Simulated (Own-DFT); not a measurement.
# Computed records: GaN (wurtzite, strained, atoms displaced)

All values are calculated (Own-DFT development build). A calculation, not a measurement: plane-wave PBE density functional theory by an unreviewed code, no spin, of a simulated periodic cell, stress positive in tension, free energy of the whole cell less one offset for each atom, forces on such cells passed a denser k mesh, this cell's mesh not checked; offsets are fitted by least squares, one for each functional and potential file, so energies compare only between cells with the same atoms and settings and are not formation energies; the far tail of each file's local potential was reset to the Coulomb form; each entry is a single point on an unrelaxed cell, so the pressure reflects the starting lattice, mostly measured values (interpolated for alloys), from which strain is counted, and rises with the displacements; printed positions are rounded, which can move forces by about a meV/angstrom; the program, named Own-DFT, is a retired in-house code; no spin-orbit coupling.

Settings shared by all entries: functional PBE; potential files PseudoDojo norm-conserving, scalar-relativistic, standard set with the stringent files for Ga; wave cutoff 96 hartree; occupations Gaussian; smearing width 0.01 eV; k mesh 3 x 4 x 3 centred on Gamma.

```yaml
- entry: 1
  formula: GaN
  kind: "wurtzite, strained, atoms displaced"
  structure:
    cell_angstrom: [[12.756, 0.0, 0.0], [-4.7835, 8.2853, 0.0], [0.0, 0.0, 10.2663]]
    atoms_fractional:
      - [Ga, 0.088, 0.22388, 0.00037]
      - [Ga, 0.16969, 0.11285, 0.25351]
      - ["N", 0.07857, 0.22103, 0.18367]
      - ["N", 0.16709, 0.11041, 0.43936]
      - [Ga, 0.08451, 0.21887, 0.50323]
      - [Ga, 0.17115, 0.11914, 0.7498]
      - ["N", 0.09011, 0.22846, 0.68204]
      - ["N", 0.16312, 0.11145, 0.93027]
      - [Ga, 0.08612, 0.56243, 0.00496]
      - [Ga, 0.17194, 0.45893, 0.24888]
      - ["N", 0.08359, 0.56016, 0.19717]
      - ["N", 0.16487, 0.44255, 0.43317]
      - [Ga, 0.07395, 0.55875, 0.4997]
      - [Ga, 0.16889, 0.44736, 0.75665]
      - ["N", 0.08252, 0.5451, 0.69046]
      - ["N", 0.16773, 0.44167, 0.94126]
      - [Ga, 0.07855, 0.88763, 0.9908]
      - [Ga, 0.15906, 0.77529, 0.24899]
      - ["N", 0.07821, 0.8896, 0.18688]
      - ["N", 0.16814, 0.7795, 0.44318]
      - [Ga, 0.08577, 0.88762, 0.5]
      - [Ga, 0.17394, 0.77831, 0.74535]
      - ["N", 0.08898, 0.90178, 0.68978]
      - ["N", 0.17164, 0.79132, 0.93588]
      - [Ga, 0.34113, 0.22134, 0.99748]
      - [Ga, 0.41569, 0.11577, 0.2542]
      - ["N", 0.33237, 0.22632, 0.19487]
      - ["N", 0.4153, 0.10953, 0.44009]
      - [Ga, 0.33031, 0.22472, 0.49377]
      - [Ga, 0.41859, 0.11549, 0.75153]
      - ["N", 0.33419, 0.22051, 0.68582]
      - ["N", 0.41377, 0.10736, 0.9382]
      - [Ga, 0.33365, 0.55644, 0.00096]
      - [Ga, 0.41714, 0.44994, 0.25034]
      - ["N", 0.3364, 0.55439, 0.19525]
      - ["N", 0.41862, 0.43931, 0.43397]
      - [Ga, 0.33032, 0.56279, 0.49885]
      - [Ga, 0.41284, 0.44441, 0.74069]
      - ["N", 0.33996, 0.56, 0.68458]
      - ["N", 0.41413, 0.43786, 0.93486]
      - [Ga, 0.33438, 0.89328, 0.99217]
      - [Ga, 0.42243, 0.7758, 0.25199]
      - ["N", 0.33401, 0.88085, 0.18569]
      - ["N", 0.418, 0.77105, 0.44354]
      - [Ga, 0.33832, 0.89367, 0.49985]
      - [Ga, 0.41752, 0.78059, 0.75671]
      - ["N", 0.33953, 0.89609, 0.68564]
      - ["N", 0.41919, 0.78564, 0.93197]
      - [Ga, 0.58425, 0.22595, 0.99308]
      - [Ga, 0.67651, 0.11578, 0.25454]
      - ["N", 0.58544, 0.22531, 0.18546]
      - ["N", 0.66204, 0.11879, 0.44679]
      - [Ga, 0.58688, 0.22719, 0.48942]
      - [Ga, 0.6682, 0.10688, 0.74314]
      - ["N", 0.57887, 0.21959, 0.68751]
      - ["N", 0.66965, 0.11615, 0.93844]
      - [Ga, 0.58169, 0.55384, 0.00456]
      - [Ga, 0.67961, 0.45106, 0.2417]
      - ["N", 0.58693, 0.56184, 0.18572]
      - ["N", 0.66537, 0.44073, 0.4296]
      - [Ga, 0.58291, 0.55084, 0.49435]
      - [Ga, 0.66528, 0.44412, 0.74611]
      - ["N", 0.58805, 0.55437, 0.69067]
      - ["N", 0.65965, 0.44774, 0.94108]
      - [Ga, 0.57929, 0.88293, 0.99961]
      - [Ga, 0.67565, 0.7865, 0.25118]
      - ["N", 0.58221, 0.88069, 0.19032]
      - ["N", 0.67683, 0.77981, 0.43216]
      - [Ga, 0.58646, 0.88402, 0.49738]
      - [Ga, 0.66975, 0.7728, 0.7536]
      - ["N", 0.58764, 0.89152, 0.68786]
      - ["N", 0.66505, 0.78502, 0.93876]
      - [Ga, 0.83678, 0.22859, 0.99118]
      - [Ga, 0.91779, 0.11215, 0.24761]
      - ["N", 0.83111, 0.21589, 0.18526]
      - ["N", 0.92158, 0.1066, 0.43142]
      - [Ga, 0.83293, 0.22197, 0.50375]
      - [Ga, 0.9121, 0.10725, 0.74878]
      - ["N", 0.83723, 0.22496, 0.69246]
      - ["N", 0.91662, 0.11257, 0.94497]
      - [Ga, 0.83268, 0.55577, 0.99814]
      - [Ga, 0.91106, 0.44155, 0.25174]
      - ["N", 0.83013, 0.55652, 0.17535]
      - ["N", 0.91552, 0.43768, 0.43756]
      - [Ga, 0.83817, 0.55291, 0.50152]
      - [Ga, 0.9105, 0.43712, 0.74227]
      - ["N", 0.83485, 0.55635, 0.69074]
      - ["N", 0.92314, 0.46274, 0.93577]
      - [Ga, 0.83685, 0.8811, 0.9927]
      - [Ga, 0.91758, 0.77295, 0.24736]
      - ["N", 0.8314, 0.88108, 0.17768]
      - ["N", 0.91854, 0.77879, 0.43538]
      - [Ga, 0.83381, 0.89142, 0.50472]
      - [Ga, 0.91595, 0.78178, 0.75526]
      - ["N", 0.82619, 0.8853, 0.6928]
      - ["N", 0.92159, 0.77656, 0.93324]
  results:
    "free_energy_of_cell_above_offsets [eV]": "-5.030"
    "pressure [GPa]": 8.7
    "stress_xx [GPa]": -7.76
    "stress_yy [GPa]": -6.86
    "stress_zz [GPa]": -11.48
    "stress_yz [GPa]": 0.28
    "stress_xz [GPa]": 0.31
    "stress_xy [GPa]": 0.04
    force_element: [Ga, Ga, "N", "N", Ga, Ga, "N", "N", Ga, Ga, "N", "N", Ga, Ga, "N", "N", Ga, Ga, "N", "N", Ga, Ga, "N", "N", Ga, Ga, "N", "N", Ga, Ga, "N", "N", Ga, Ga, "N", "N", Ga, Ga, "N", "N", Ga, Ga, "N", "N", Ga, Ga, "N", "N", Ga, Ga, "N", "N", Ga, Ga, "N", "N", Ga, Ga, "N", "N", Ga, Ga, "N", "N", Ga, Ga, "N", "N", Ga, Ga, "N", "N", Ga, Ga, "N", "N", Ga, Ga, "N", "N", Ga, Ga, "N", "N", Ga, Ga, "N", "N", Ga, Ga, "N", "N", Ga, Ga, "N", "N"]
    "force_x [eV/angstrom]": [-0.62, -1.412, 1.254, -0.219, -0.195, -0.022, -1.135, 1.05, 0.1, 0.103, -0.922, -0.423, 2.878, 0.61, -0.935, -0.585, 1.507, 1.238, 1.043, 0.175, -0.696, -1.305, -0.16, 0.06, -2.254, 0.955, 0.56, 0.053, 0.985, -0.303, -0.075, 1.022, 0.666, 1.691, -0.955, -0.851, 0.438, 1.527, -1.523, -0.271, 0.201, -1.213, -0.738, -0.118, 0.103, 0.738, -0.017, -0.214, 0.326, -2.323, 0.244, 3.374, -2.513, -1.157, 1.343, -0.272, -1.087, -3.39, 0.01, 0.983, 0.277, 0.476, -1.349, 1.902, 0.31, -0.32, 0.312, -1.327, -0.265, -2.196, 0.118, 1.36, -0.281, 0.386, 0.525, -1.401, 0.591, 1.588, -0.425, 0.589, -0.61, 0.635, 2.53, -0.878, -1.739, 0.977, -0.31, 0.482, -1.595, -1.187, 0.89, 0.09, 1.029, 1.185, 1.774, -1.479]
    "force_y [eV/angstrom]": [-0.675, -0.026, 0.927, -0.348, 0.89, -0.136, -0.396, 0.054, 0.24, -2.01, -0.9, 0.382, -0.295, -0.464, 1.314, 1.269, 1.45, 1.686, 0.228, -0.244, 0.597, 0.038, -1.871, -1.607, 0.071, -0.752, -0.252, 0.479, -0.505, -0.155, 0.596, 0.838, -0.069, -0.491, 0.708, 1.222, -2.199, -0.35, 0.313, 1.033, -0.65, 0.446, 0.649, 1.991, -0.558, 0.13, -0.704, -1.183, -0.528, -1.055, -0.39, -1.923, 0.15, 0.603, 0.636, -0.471, 0.936, -1.394, -0.471, 1.293, 0.448, -0.782, 0.284, -0.037, 1.699, -1.124, 1.5, -0.363, 0.282, -0.299, -1.139, -1.245, 0.078, -0.846, 1.462, 0.392, -0.993, 0.664, -1.103, -0.244, -0.245, -0.256, 0.586, 0.128, 0.65, 2.047, 0.209, -1.704, 1.071, 0.773, 0.89, -0.648, -0.307, -0.002, 0.821, -0.745]
    "force_z [eV/angstrom]": [-0.064, -0.878, 1.063, -0.132, -1.667, -0.836, 1.918, 1.726, -0.622, 0.138, -1.219, 1.098, 0.293, -1.254, -0.466, 0.406, 1.101, 0.229, -0.552, -0.62, 0.449, 0.01, -0.175, -0.082, 0.844, -1.063, -1.314, -0.133, 0.899, -0.747, -0.256, -0.341, 0.047, -0.309, -1.606, 0.982, -0.021, 0.888, 0.718, 0.104, 1.789, 0.14, 0.403, -0.965, -0.309, -3.021, 0.656, 2.27, 0.877, -0.686, 0.376, -1.251, 1.777, 0.984, -0.409, -0.625, -0.872, 0.523, 1.344, 0.556, 0.374, 0.724, -1.263, -1.099, 0.501, -1.473, 0.021, 1.484, 0.476, 0.021, -0.223, -0.056, 0.716, -1.035, 0.042, 1.621, -0.684, 1.006, -1.013, -1.526, -1.852, -1.268, 1.977, 0.036, -0.326, 1.705, -0.471, -0.129, 0.563, 0.05, 1.073, 0.713, -0.7, -2.338, -0.594, 0.833]
- entry: 2
  formula: GaN
  kind: "wurtzite, strained, atoms displaced"
  structure:
    cell_angstrom: [[12.756, 0.0, 0.0], [-4.7835, 8.2853, 0.0], [0.0, 0.0, 10.2663]]
    atoms_fractional:
      - [Ga, 0.07947, 0.21748, 0.00159]
      - [Ga, 0.1661, 0.11069, 0.24743]
      - ["N", 0.08556, 0.2155, 0.18503]
      - ["N", 0.16381, 0.11012, 0.44157]
      - [Ga, 0.07774, 0.22346, 0.49894]
      - [Ga, 0.1684, 0.11493, 0.7496]
      - ["N", 0.07932, 0.2251, 0.69092]
      - ["N", 0.16689, 0.11669, 0.93331]
      - [Ga, 0.07818, 0.55046, 0.00636]
      - [Ga, 0.17124, 0.44468, 0.25632]
      - ["N", 0.08327, 0.55536, 0.18618]
      - ["N", 0.16994, 0.45138, 0.42645]
      - [Ga, 0.08398, 0.5592, 0.49872]
      - [Ga, 0.16503, 0.44085, 0.75207]
      - ["N", 0.09028, 0.56154, 0.69632]
      - ["N", 0.16296, 0.4407, 0.94063]
      - [Ga, 0.08825, 0.88942, 0.99681]
      - [Ga, 0.16214, 0.77523, 0.25524]
      - ["N", 0.08361, 0.8934, 0.19346]
      - ["N", 0.16061, 0.77895, 0.43818]
      - [Ga, 0.08106, 0.89052, 0.49016]
      - [Ga, 0.16073, 0.77664, 0.74749]
      - ["N", 0.08138, 0.88768, 0.69217]
      - ["N", 0.16948, 0.78153, 0.93036]
      - [Ga, 0.33043, 0.22599, 0.00358]
      - [Ga, 0.41431, 0.12237, 0.26163]
      - ["N", 0.33656, 0.22423, 0.18625]
      - ["N", 0.41802, 0.10682, 0.44257]
      - [Ga, 0.34095, 0.22745, 0.50907]
      - [Ga, 0.4183, 0.11018, 0.74879]
      - ["N", 0.33106, 0.21941, 0.6954]
      - ["N", 0.42389, 0.11102, 0.94189]
      - [Ga, 0.33487, 0.55687, 0.9993]
      - [Ga, 0.41273, 0.44294, 0.25322]
      - ["N", 0.33212, 0.55536, 0.18951]
      - ["N", 0.41382, 0.44776, 0.44398]
      - [Ga, 0.33903, 0.56058, 0.49709]
      - [Ga, 0.4167, 0.44602, 0.75034]
      - ["N", 0.33641, 0.56299, 0.69523]
      - ["N", 0.40928, 0.43097, 0.93382]
      - [Ga, 0.33225, 0.89554, 0.00381]
      - [Ga, 0.41947, 0.78375, 0.24642]
      - ["N", 0.34085, 0.89892, 0.19217]
      - ["N", 0.42192, 0.78718, 0.43211]
      - [Ga, 0.32612, 0.89422, 0.51222]
      - [Ga, 0.42603, 0.78144, 0.74494]
      - ["N", 0.33668, 0.90327, 0.68222]
      - ["N", 0.41455, 0.77133, 0.93843]
      - [Ga, 0.58241, 0.22267, 0.99818]
      - [Ga, 0.66482, 0.10818, 0.25023]
      - ["N", 0.58524, 0.2152, 0.19053]
      - ["N", 0.66125, 0.11195, 0.44545]
      - [Ga, 0.58597, 0.21007, 0.49743]
      - [Ga, 0.66257, 0.10665, 0.7406]
      - ["N", 0.58797, 0.22341, 0.69203]
      - ["N", 0.66292, 0.10665, 0.93934]
      - [Ga, 0.58417, 0.55767, 0.99621]
      - [Ga, 0.66827, 0.43621, 0.25845]
      - ["N", 0.58926, 0.56226, 0.1819]
      - ["N", 0.65405, 0.44085, 0.43708]
      - [Ga, 0.58833, 0.55836, 0.49404]
      - [Ga, 0.66789, 0.44266, 0.75143]
      - ["N", 0.57719, 0.55806, 0.68168]
      - ["N", 0.67031, 0.44376, 0.94179]
      - [Ga, 0.58936, 0.89623, 0.99916]
      - [Ga, 0.66624, 0.77955, 0.23894]
      - ["N", 0.58723, 0.89267, 0.19302]
      - ["N", 0.66277, 0.76567, 0.43076]
      - [Ga, 0.58435, 0.89205, 0.50378]
      - [Ga, 0.66841, 0.77494, 0.75344]
      - ["N", 0.58401, 0.89461, 0.6932]
      - ["N", 0.66444, 0.77904, 0.93968]
      - [Ga, 0.83793, 0.22428, 0.0026]
      - [Ga, 0.92079, 0.11003, 0.25341]
      - ["N", 0.83113, 0.21328, 0.19429]
      - ["N", 0.91391, 0.11349, 0.44148]
      - [Ga, 0.83603, 0.21804, 0.49721]
      - [Ga, 0.91945, 0.11242, 0.74581]
      - ["N", 0.83385, 0.22259, 0.68555]
      - ["N", 0.91635, 0.1044, 0.94022]
      - [Ga, 0.83686, 0.55497, 0.00047]
      - [Ga, 0.92037, 0.44492, 0.24582]
      - ["N", 0.83537, 0.55197, 0.18273]
      - ["N", 0.9155, 0.44158, 0.44467]
      - [Ga, 0.82591, 0.53999, 0.49326]
      - [Ga, 0.91782, 0.44717, 0.75299]
      - ["N", 0.82764, 0.54186, 0.6891]
      - ["N", 0.91444, 0.44228, 0.93738]
      - [Ga, 0.83683, 0.89346, 0.00888]
      - [Ga, 0.91506, 0.77886, 0.25737]
      - ["N", 0.83433, 0.87821, 0.19732]
      - ["N", 0.91786, 0.76933, 0.44051]
      - [Ga, 0.83517, 0.88546, 0.49634]
      - [Ga, 0.91298, 0.77621, 0.73931]
      - ["N", 0.83405, 0.88435, 0.69323]
      - ["N", 0.92297, 0.78016, 0.93222]
  results:
    "free_energy_of_cell_above_offsets [eV]": "-4.339"
    "pressure [GPa]": 9.09
    "stress_xx [GPa]": -7.47
    "stress_yy [GPa]": -8.06
    "stress_zz [GPa]": -11.74
    "stress_yz [GPa]": 0.2
    "stress_xz [GPa]": 0.24
    "stress_xy [GPa]": 1.25
    force_element: [Ga, Ga, "N", "N", Ga, Ga, "N", "N", Ga, Ga, "N", "N", Ga, Ga, "N", "N", Ga, Ga, "N", "N", Ga, Ga, "N", "N", Ga, Ga, "N", "N", Ga, Ga, "N", "N", Ga, Ga, "N", "N", Ga, Ga, "N", "N", Ga, Ga, "N", "N", Ga, Ga, "N", "N", Ga, Ga, "N", "N", Ga, Ga, "N", "N", Ga, Ga, "N", "N", Ga, Ga, "N", "N", Ga, Ga, "N", "N", Ga, Ga, "N", "N", Ga, Ga, "N", "N", Ga, Ga, "N", "N", Ga, Ga, "N", "N", Ga, Ga, "N", "N", Ga, Ga, "N", "N", Ga, Ga, "N", "N"]
    "force_x [eV/angstrom]": [0.52, 0.845, -1.115, 0.23, 1.437, -0.663, 1.35, 0.334, 0.931, -0.557, 0.548, -0.464, 0.207, 0.397, -0.845, 0.02, -0.778, 1.068, 0.237, 1.116, 0.233, 1.144, -0.399, 0.108, 1.004, 1.801, -1.052, -0.861, -0.902, 0.104, 0.59, -2.143, -0.373, 0.938, 0.443, 1.409, -1.304, -0.257, -0.412, 0.548, 0.977, -0.063, -1.543, -0.785, 1.058, -2.53, 0.349, 0.114, 1.04, 0.242, -1.312, 4.09, -3.636, 1.258, -1.316, 0.971, -0.055, -0.594, -0.455, 2.868, -2.187, -1.016, 1.534, -0.679, -1.355, 0.185, -0.275, 0.106, 0.38, -0.474, 1.767, 1.106, -0.952, -0.259, 0.624, 1.404, -2.067, -1.313, 0.234, -0.708, -0.819, -0.612, -0.163, 0.527, -0.472, 0.514, 0.106, 0.647, 0.607, 1.589, -1.141, -1.263, -0.932, 1.516, -1.337, -0.936]
    "force_y [eV/angstrom]": [0.607, 0.243, 1.01, 1.099, 0.639, -0.823, -0.048, -0.644, 0.884, -0.288, 0.02, -0.477, -0.296, 1.152, -1.115, 0.082, 0.268, 0.78, -0.984, -0.23, 0.243, 1.003, 0.635, -0.611, -1.372, -1.257, 0.241, 1.074, -0.411, 1.082, 0.716, 0.129, -0.679, 0.909, 0.331, -0.985, 1.047, -0.258, -1.067, 2.235, -0.882, -0.262, -0.509, -0.6, -1.064, -0.252, -2.13, 1.415, 0.131, 0.086, 0.973, -1.238, 2.425, 1.659, 0.074, 1.507, -0.926, 0.62, -1.637, -1.398, -0.128, 0.065, -0.146, 0.414, -1.096, -0.664, -0.32, 2.741, -1.185, 0.208, -1.154, 0.066, -1.033, -0.308, 0.797, -1.443, 0.831, -0.704, -0.219, 0.804, 0.893, -0.62, 0.306, -0.197, 0.737, -0.614, 1.561, -0.201, -1.517, -1.427, 1.97, -0.246, -0.592, -1.055, 0.966, -0.366]
    "force_z [eV/angstrom]": [-0.833, 0.88, 1.114, -0.353, 0.245, -0.387, -1.077, 1.303, -2.108, -3.945, 1.398, 4.517, 0.813, 0.482, -1.64, 0.364, 0.022, -1.377, -0.769, 0.627, 2.061, 0.018, -1.557, 1.849, -1.131, -1.581, 1.021, 0.619, -0.605, 1.216, -0.656, -0.829, -0.201, -0.461, -0.202, -0.804, 0.806, -0.362, -1.441, 0.787, -0.382, 0.059, 0.112, 1.611, -3.965, 1.492, 3.215, -0.006, 0.777, 0.505, 0.248, -1.718, 1.796, 2.092, -1.033, -0.634, 0.03, -2.873, 1.053, 0.648, 1.125, 0.168, 0.939, -0.56, 0.345, 1.261, -1.069, 0.509, -0.869, -0.477, -1.253, 0.23, -0.469, -0.632, -0.278, -0.68, 0.851, 0.986, 0.501, -0.311, -0.867, 0.782, 2.046, -1.443, 1.292, -0.885, -1.023, 0.647, -1.143, -1.223, -0.84, 0.423, 0.43, 1.412, -1.589, 0.812]
- entry: 3
  formula: GaN
  kind: "wurtzite, strained, atoms displaced"
  structure:
    cell_angstrom: [[12.756, 0.0, 0.0], [-4.7835, 8.2853, 0.0], [0.0, 0.0, 10.2663]]
    atoms_fractional:
      - [Ga, 0.08056, 0.22093, 0.00053]
      - [Ga, 0.17282, 0.12493, 0.24551]
      - ["N", 0.0821, 0.2236, 0.19729]
      - ["N", 0.16247, 0.11232, 0.43542]
      - [Ga, 0.0857, 0.21457, 0.50118]
      - [Ga, 0.16401, 0.10123, 0.75194]
      - ["N", 0.08188, 0.22487, 0.69297]
      - ["N", 0.16604, 0.11293, 0.93658]
      - [Ga, 0.07898, 0.55001, 0.99878]
      - [Ga, 0.17912, 0.44624, 0.24708]
      - ["N", 0.08569, 0.55022, 0.18745]
      - ["N", 0.1698, 0.44747, 0.43918]
      - [Ga, 0.08631, 0.55456, 0.49619]
      - [Ga, 0.16984, 0.44946, 0.74105]
      - ["N", 0.08203, 0.55525, 0.6883]
      - ["N", 0.16292, 0.43842, 0.94048]
      - [Ga, 0.07785, 0.87741, 0.99586]
      - [Ga, 0.16767, 0.77476, 0.25154]
      - ["N", 0.08915, 0.88227, 0.18542]
      - ["N", 0.16732, 0.77191, 0.43135]
      - [Ga, 0.08102, 0.87408, 0.49621]
      - [Ga, 0.16872, 0.78059, 0.74739]
      - ["N", 0.08415, 0.89002, 0.68458]
      - ["N", 0.16308, 0.77093, 0.93494]
      - [Ga, 0.33034, 0.20909, 0.99601]
      - [Ga, 0.41118, 0.10066, 0.25479]
      - ["N", 0.33346, 0.22255, 0.19661]
      - ["N", 0.41318, 0.11589, 0.43211]
      - [Ga, 0.33242, 0.2265, 0.5017]
      - [Ga, 0.4208, 0.11281, 0.74864]
      - ["N", 0.3345, 0.23211, 0.69491]
      - ["N", 0.41826, 0.10233, 0.93464]
      - [Ga, 0.33605, 0.5513, 0.00344]
      - [Ga, 0.41235, 0.44119, 0.25274]
      - ["N", 0.33442, 0.56022, 0.18604]
      - ["N", 0.41564, 0.44521, 0.44187]
      - [Ga, 0.33127, 0.55836, 0.49897]
      - [Ga, 0.40821, 0.44282, 0.75959]
      - ["N", 0.34245, 0.55311, 0.68882]
      - ["N", 0.41476, 0.43665, 0.93662]
      - [Ga, 0.33725, 0.89063, 0.01058]
      - [Ga, 0.4138, 0.77541, 0.25024]
      - ["N", 0.33662, 0.8857, 0.19306]
      - ["N", 0.41334, 0.77636, 0.43992]
      - [Ga, 0.33512, 0.89059, 0.50308]
      - [Ga, 0.4074, 0.76451, 0.75568]
      - ["N", 0.3332, 0.88159, 0.69186]
      - ["N", 0.41009, 0.76793, 0.93344]
      - [Ga, 0.58084, 0.21881, 0.99648]
      - [Ga, 0.65598, 0.09298, 0.24073]
      - ["N", 0.58449, 0.21623, 0.19604]
      - ["N", 0.67105, 0.10901, 0.42911]
      - [Ga, 0.5816, 0.2186, 0.49004]
      - [Ga, 0.66431, 0.09892, 0.74776]
      - ["N", 0.58049, 0.21788, 0.68125]
      - ["N", 0.65681, 0.09447, 0.92984]
      - [Ga, 0.58685, 0.55032, 0.00372]
      - [Ga, 0.66863, 0.44071, 0.25404]
      - ["N", 0.58516, 0.55659, 0.18963]
      - ["N", 0.66499, 0.43864, 0.43967]
      - [Ga, 0.57355, 0.54293, 0.49696]
      - [Ga, 0.66467, 0.44398, 0.74834]
      - ["N", 0.59432, 0.56781, 0.68702]
      - ["N", 0.66141, 0.43201, 0.93833]
      - [Ga, 0.57517, 0.87376, 0.01056]
      - [Ga, 0.66234, 0.77756, 0.24942]
      - ["N", 0.57652, 0.89038, 0.19358]
      - ["N", 0.65762, 0.76738, 0.44054]
      - [Ga, 0.58045, 0.88793, 0.49144]
      - [Ga, 0.6592, 0.78041, 0.75375]
      - ["N", 0.58952, 0.88866, 0.68895]
      - ["N", 0.6786, 0.78567, 0.93009]
      - [Ga, 0.82642, 0.22167, 0.99554]
      - [Ga, 0.90545, 0.10606, 0.25304]
      - ["N", 0.83315, 0.23059, 0.18128]
      - ["N", 0.91475, 0.11116, 0.4411]
      - [Ga, 0.83937, 0.23423, 0.49101]
      - [Ga, 0.91603, 0.11768, 0.74692]
      - ["N", 0.84112, 0.22942, 0.68244]
      - ["N", 0.92305, 0.12088, 0.94053]
      - [Ga, 0.83935, 0.54952, 0.00321]
      - [Ga, 0.92118, 0.44859, 0.26067]
      - ["N", 0.82935, 0.55228, 0.19382]
      - ["N", 0.91173, 0.44025, 0.4398]
      - [Ga, 0.82948, 0.55153, 0.49603]
      - [Ga, 0.91911, 0.44643, 0.75074]
      - ["N", 0.83133, 0.54721, 0.69453]
      - ["N", 0.9112, 0.44668, 0.93758]
      - [Ga, 0.82532, 0.88192, 0.00277]
      - [Ga, 0.91135, 0.77722, 0.25316]
      - ["N", 0.83616, 0.89602, 0.18964]
      - ["N", 0.90986, 0.77776, 0.44636]
      - [Ga, 0.83297, 0.88661, 0.50299]
      - [Ga, 0.91059, 0.77945, 0.74935]
      - ["N", 0.83389, 0.88719, 0.67602]
      - ["N", 0.92141, 0.79012, 0.94068]
  results:
    "free_energy_of_cell_above_offsets [eV]": "-3.473"
    "pressure [GPa]": 9.22
    "stress_xx [GPa]": -7.5
    "stress_yy [GPa]": -8.04
    "stress_zz [GPa]": -12.11
    "stress_yz [GPa]": -0.57
    "stress_xz [GPa]": -0.47
    "stress_xy [GPa]": 1.13
    force_element: [Ga, Ga, "N", "N", Ga, Ga, "N", "N", Ga, Ga, "N", "N", Ga, Ga, "N", "N", Ga, Ga, "N", "N", Ga, Ga, "N", "N", Ga, Ga, "N", "N", Ga, Ga, "N", "N", Ga, Ga, "N", "N", Ga, Ga, "N", "N", Ga, Ga, "N", "N", Ga, Ga, "N", "N", Ga, Ga, "N", "N", Ga, Ga, "N", "N", Ga, Ga, "N", "N", Ga, Ga, "N", "N", Ga, Ga, "N", "N", Ga, Ga, "N", "N", Ga, Ga, "N", "N", Ga, Ga, "N", "N", Ga, Ga, "N", "N", Ga, Ga, "N", "N", Ga, Ga, "N", "N", Ga, Ga, "N", "N"]
    "force_x [eV/angstrom]": [0.673, -0.994, -0.208, 2.07, -1.907, -0.627, 1.15, 0.387, 0.611, -2.94, -0.165, 0.0, -0.568, -0.007, 0.584, 0.67, 1.136, -0.097, -1.671, 0.07, -0.859, -0.538, 0.027, 0.757, -0.193, 0.342, 1.104, 0.322, -0.558, -0.642, 0.614, -0.904, -1.158, 1.044, 1.728, -1.293, 0.891, 2.959, -2.727, 0.528, -0.816, 0.025, -0.859, -0.014, -0.445, 1.317, -0.216, 0.607, 0.824, 1.333, -1.591, -0.821, 0.608, -0.068, 0.67, 0.233, -0.389, -0.74, -0.468, -0.532, 1.574, 0.116, -1.343, 0.608, 0.412, 0.907, 1.046, 0.616, 0.946, 2.581, -2.875, -2.948, 0.768, 0.876, -0.268, 0.326, -0.172, 0.693, -1.573, -1.913, -3.043, -0.079, 0.982, 0.772, -0.231, -0.383, -0.224, 2.182, 2.478, 1.226, -0.914, 1.877, -1.897, 0.692, -0.755, -1.33]
    "force_y [eV/angstrom]": [0.168, -2.465, -0.126, -1.26, 0.864, 1.544, -0.249, -0.927, -0.046, -0.95, 0.326, -0.772, -0.407, -0.793, 0.662, 1.137, 1.557, -0.59, 0.886, 0.435, 1.554, -0.539, -0.957, 0.582, 0.644, 1.447, 0.072, -0.87, -0.754, -0.245, -1.941, 0.162, -0.744, 0.639, 0.083, -0.396, -0.272, 0.059, 0.792, 0.469, -1.166, -0.413, 0.054, 0.342, 0.219, 1.42, 0.906, 0.392, -0.705, 4.664, 0.218, -0.048, -0.56, 1.925, 0.106, 0.558, 0.098, -0.465, -0.362, 0.406, 1.602, -0.305, -1.649, 1.425, 0.733, -0.211, -3.395, 0.556, 0.176, -0.655, -0.44, -2.082, -0.47, 1.898, -1.009, 0.012, -3.193, -1.093, -0.412, -1.572, 1.644, -0.404, 0.723, 2.67, 0.4, -0.406, 1.16, -1.185, 2.529, 0.328, -1.497, -0.962, 0.564, -0.539, 0.8, -2.104]
    "force_z [eV/angstrom]": [0.657, 0.511, -1.099, 0.155, 0.447, -0.509, -0.827, 0.894, 0.044, 0.589, 0.638, -0.187, 0.597, 1.4, -0.651, -0.629, 0.789, -1.593, 0.55, 1.755, -0.065, 0.337, 0.05, 0.588, 0.549, -1.494, -1.813, 2.317, 0.412, -0.574, -0.902, 0.842, -1.373, -0.26, 0.494, -0.9, 0.59, -1.319, -0.958, 2.356, -2.001, 1.02, -0.166, -0.428, -0.202, -1.665, -0.695, 2.592, 0.981, 1.419, -1.371, 0.616, 0.663, -1.122, 0.187, 2.047, -1.034, -0.564, 0.215, -0.094, 1.288, -0.226, 0.203, 0.195, -2.607, 0.97, -1.236, -0.948, 1.429, -1.88, -1.499, 2.309, -0.228, -0.155, 1.113, -0.355, 1.571, 0.39, 0.319, -0.56, 0.365, -2.607, -0.343, 0.228, 1.638, -0.349, -1.05, -0.439, 0.051, -0.219, -0.028, -1.525, -1.869, -0.12, 3.855, -0.491]
```
